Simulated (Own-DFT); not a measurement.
# A change of arrangement and its cost: C16Si16, 32 atoms

All numbers below are calculated, not measured. The program, named Own-DFT, is a retired in-house plane-wave density functional code that no person has reviewed. Each row is one single-point run on a periodic cell that was not relaxed, without spin or spin-orbit coupling.

Settings of every run: PBE; PseudoDojo norm-conserving scalar-relativistic files; cutoff 42 hartree; 5 x 5 x 3 k mesh centred on Gamma; Fermi-Dirac smearing of 0.1 eV.

Known limits: forces on such cells passed a denser k mesh, each cell not checked; stress not checked against mesh or cutoff.

All cells hold the same atoms in the same cell, with vectors in Å (6.165, 0.000, 0.000); (-3.083, 5.339, 0.000); (0.000, 0.000, 10.068). Every atom was moved at random from its ideal site; u is the rms move along one axis. E is the free energy of the cell above the lowest run. The arrangements:

- A: 2H SiC
- B: 4H SiC

| arrangement | u (Å) | E (eV) | P (GPa) |
|---|---|---|---|
| A | 0.0287 | 0.285 | 3.89 |
| A | 0.0289 | 0.242 | 3.77 |
| A | 0.0322 | 0.591 | 3.93 |
| A | 0.0615 | 3.556 | 5.91 |
| A | 0.0636 | 3.602 | 5.91 |
| A | 0.0666 | 4.074 | 6.10 |
| B | 0.0273 | 0.000 | 3.62 |
| B | 0.0290 | 0.139 | 3.72 |
| B | 0.0293 | 0.141 | 3.59 |
| B | 0.0559 | 2.851 | 6.01 |
| B | 0.0587 | 3.386 | 5.55 |
| B | 0.0619 | 3.129 | 5.52 |

Question: once the cost of the random moves is taken out, how do the arrangements rank?

## Worked answer

Fit E = a + b u², with one b for all and one a for each arrangement, and with residuals divided by u², since the noise grows with the moves. Then b = 1108 eV/Å², the scatter at u = 0.04 Å is 0.10 eV, and against A:

- B: -0.17 ± 0.04 eV (lower)

These are energies of unrelaxed cells. Relaxing the atoms lowers the strained arrangements most, so the gaps would shrink and small ones could change sign.
